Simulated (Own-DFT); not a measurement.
# One host, several defects: diamond germanium

Source: density functional calculations with Own-DFT, an unreviewed in-house program that is no longer used. Nothing was measured or relaxed, and spin and spin-orbit coupling are left out.

Method: PBE; PseudoDojo norm-conserving scalar-relativistic files; cutoff 42 hartree; 3 x 3 x 6 k mesh centred on Gamma; Fermi-Dirac smearing of 0.1 eV.

Known weak points (not all hold for every row): not probed for a lower state with spin; smearing too wide for converged forces on cells of this kind; forces on such cells failed a check on a denser k mesh; stress not checked against mesh or cutoff.

All runs share one cell, with vectors in Å (11.316, 0.000, 0.000); (0.000, 11.316, 0.000); (0.000, 0.000, 5.658) and a volume of 724.5 Å³. The atoms are randomly displaced, by u rms on each axis. The defect's site can differ from row to row.

```
          cell  formula   u (Å)  P (GPa)
     no defect     Ge32  0.0190     3.90
     no defect     Ge32  0.0477     4.34
     no defect     Ge32  0.0559     4.53
one Ge vacancy     Ge31  0.0280     3.42
one Ge vacancy     Ge31  0.0283        ?
one Ge vacancy     Ge31  0.0482     3.82
one Ge vacancy     Ge31  0.0490     3.89
  one added Ge     Ge33  0.0300     8.00
  one added Ge     Ge33  0.0458     7.70
  one added Ge     Ge33  0.0529     8.20
```

## What the rows give

P = P0 + c u² + a shift for each defect gives P0 = 3.87 GPa, c = 201 ± 66 GPa/Å² and a scatter of 0.18 GPa. The shifts, and each times the cell's volume:

- one added Ge: 3.71 ± 0.15 GPa, 16.8 eV
- one Ge vacancy: -0.53 ± 0.15 GPa, -2.4 eV

Against the defect-free cell, a freed cell would be larger where the shift is positive and smaller where it is negative (160.2 GPa Å³ is 1 eV). The atoms around the defects weren't relaxed, which would change these numbers.

## Prediction

Question: what pressure belongs in the blank (one Ge vacancy, u = 0.0283 Å)?

Estimate: 3.50 ± 0.22 GPa. Computed: 3.43 GPa.
